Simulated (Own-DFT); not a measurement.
# Shaking the atoms of beta-Si3N4, 112 atoms (N64Si48)

All numbers below are calculated, not measured. They come from Own-DFT, an in-house plane-wave density functional program, since retired, whose code no person has reviewed. Each row is one single-point run on a periodic cell that was not relaxed, without spin or spin-orbit coupling.

Settings of every run: PBE; PseudoDojo norm-conserving scalar-relativistic files; cutoff 42 hartree; 2 x 2 x 4 k mesh centred on Gamma; Fermi-Dirac smearing of 0.1 eV.

Known limits, some of them of some rows only: some atoms lie very close together; forces on such cells moved up to 12 meV/angstrom on a denser k mesh; stress not checked against mesh or cutoff.

Cell vectors in Å: (15.212, 0.000, 0.000); (-7.606, 13.174, 0.000); (0.000, 0.000, 5.818). In each run every atom was moved at random and independently from its ideal site; u is the rms move along one axis. E is the free energy for each atom above the fitted value at u = 0, and F the rms of the force components.

```
run,u (Å),E (meV/atom),F (eV/Å),largest force (eV/Å),P (GPa)
1,0.0198,21.4,0.879,3.48,5.52
2,0.0207,20.1,0.871,4.49,5.57
3,0.0211,18.9,0.800,3.58,5.50
4,0.0478,116.5,2.098,9.07,7.93
5,0.0491,?,?,?,?
6,0.0513,133.6,2.154,8.09,8.87
7,0.0938,426.7,4.513,27.21,15.97
8,0.1058,520.1,4.658,18.73,17.70
9,0.1468,1067.1,8.823,44.10,33.64
```

## Worked fit

For small independent moves the energy grows as E = (3/2) K u², with K the mean stiffness felt by one atom. The runs with u up to 0.11 Å give K = 32.5 ± 0.9 eV/Å², with residuals divided by u² + 0.0006 Å², since the noise grows with the moves. The scatter is 6.6 meV/atom at u = 0.05 Å. The forces follow F = G u with G = 43.3 eV/Å²; no force at u = 0 is resolved. G exceeds K because the moves of its neighbours add to the force on an atom, and stiffness differs between atoms. At u = 0.147 Å the parabola gives 1050 meV/atom and the run 1067. The pressure follows P = 5.24 + 1161 u² GPa: at fixed volume, shortened bonds push harder than stretched ones pull.

## Withheld run

Question: what energy and rms force should run 5 give?

The fit gives 118 ± 7 meV/atom and about 2.13 eV/Å. The calculation gave 93.3 meV/atom and 1.739 eV/Å. This run lies off the fit, by chance or by something that the fit leaves out.
